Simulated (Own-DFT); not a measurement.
# Which defects push the lattice out? C11b WSi2

Everything here is calculated. The program is Own-DFT (plane waves, in-house, since retired, never reviewed by a person); positions were held fixed, and spin and spin-orbit coupling were off.

Method: PBE; PseudoDojo norm-conserving scalar-relativistic files; cutoff 50 hartree; 5 x 5 x 5 k mesh centred on Gamma; cold (Marzari-Vanderbilt) smearing of 0.2 eV.

Keep in mind: forces on such cells failed a check on a denser k mesh; stress not checked against mesh or cutoff.

All runs share one cell, with vectors in Å (-2.148, -5.953, 3.409); (-6.444, 2.976, 1.136); (-2.553, -2.948, -6.757) and a volume of 403.2 Å³. Atoms were moved at random from their sites; u is the rms move along one axis. The defect's site can differ from row to row.

```
cell,formula,u (Å),P (GPa)
no defect,Si20W10,0.0195,4.55
no defect,Si20W10,0.0478,5.68
no defect,Si20W10,0.0519,5.67
one W on a Si site,Si19W11,0.0322,9.61
one W on a Si site,Si19W11,0.0509,10.89
one W on a Si site,Si19W11,0.0520,11.64
one Si on a W site,Si21W9,0.0309,6.34
one Si on a W site,Si21W9,0.0441,7.12
one Si on a W site,Si21W9,0.0481,6.92
one Si vacancy,Si19W10,0.0249,3.19
one Si vacancy,Si19W10,0.0305,3.46
one Si vacancy,Si19W10,0.0487,?
one Si vacancy,Si19W10,0.0500,4.25
one W vacancy,Si20W9,0.0265,3.28
one W vacancy,Si20W9,0.0304,3.55
one W vacancy,Si20W9,0.0553,4.60
```

## Fit

P = P0 + c u² + a shift for each defect gives P0 = 4.21 GPa, c = 609 ± 85 GPa/Å² and a scatter of 0.28 GPa. The shifts, and each times the cell's volume:

- one W on a Si site: 5.22 ± 0.23 GPa, 13.1 eV
- one Si on a W site: 1.52 ± 0.23 GPa, 3.8 eV
- one W vacancy: -1.35 ± 0.23 GPa, -3.4 eV
- one Si vacancy: -1.40 ± 0.23 GPa, -3.5 eV

Against the defect-free cell, a freed cell would be larger where the shift is positive and smaller where it is negative (160.2 GPa Å³ is 1 eV). The atoms around the defects weren't relaxed, which would change these numbers.

## The run left out

The question: what pressure belongs in the blank (one Si vacancy, u = 0.0487 Å)?

Estimate: 4.25 ± 0.34 GPa. Computed: 4.64 GPa.
